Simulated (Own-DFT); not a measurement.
# Point defects and the pressure they add: zincblende InP

Calculated, not measured: single-point runs of Own-DFT, a retired in-house plane-wave DFT program that no person has reviewed, on unrelaxed cells, without spin or spin-orbit coupling.

Common settings: PBE; PseudoDojo norm-conserving scalar-relativistic files; cutoff 36 hartree; 3 x 3 x 3 k mesh centred on Gamma; Fermi-Dirac smearing of 0.1 eV.

Limits (not all hold for every row): not probed for a lower state with spin; forces on such cells moved up to 12 meV/angstrom on a denser k mesh; stress not checked against mesh or cutoff.

All runs share one cell, with vectors in Å (11.737, 0.000, 0.000); (0.000, 11.737, 0.000); (0.000, 0.000, 11.737) and a volume of 1617.0 Å³. Atoms were moved at random from their sites; u is the rms move along one axis. The defect's site can differ from row to row.

```
                                      cell  formula   u (Å)  P (GPa)
                                 no defect  In32P32  0.0204     3.22
                                 no defect  In32P32  0.0485     3.52
                                 no defect  In32P32  0.0501     3.64
                           two P vacancies  In32P30  0.0287     2.96
                           two P vacancies  In32P30  0.0291     2.98
                           two P vacancies  In32P30  0.0298        ?
                           two P vacancies  In32P30  0.0300     2.96
one In on a P site and one P on an In site  In32P32  0.0301     3.62
one In on a P site and one P on an In site  In32P32  0.0301     3.64
one In on a P site and one P on an In site  In32P32  0.0507     3.92
```

## What the rows give

P = P0 + c u² + a shift for each defect gives P0 = 3.15 GPa, c = 178 ± 13 GPa/Å² and a scatter of 0.03 GPa. The shifts, and each times the cell's volume:

- one In on a P site and one P on an In site: 0.32 ± 0.02 GPa, 3.2 eV
- two P vacancies: -0.33 ± 0.03 GPa, -3.4 eV (-1.7 eV for each of its 2 sites)

A positive shift means that the defect pushes the cell outwards. Shift times volume (160.2 GPa Å³ is 1 eV) depends little on the cell's size, so, taken for each site, it can be compared between cells at like pressure. The atoms around the defects weren't relaxed, which would change these numbers.

## Prediction

Asked: what pressure belongs in the blank (two P vacancies, u = 0.0298 Å)?

The fitted form gives 2.97 ± 0.03 GPa. DFT gave 2.87 GPa.
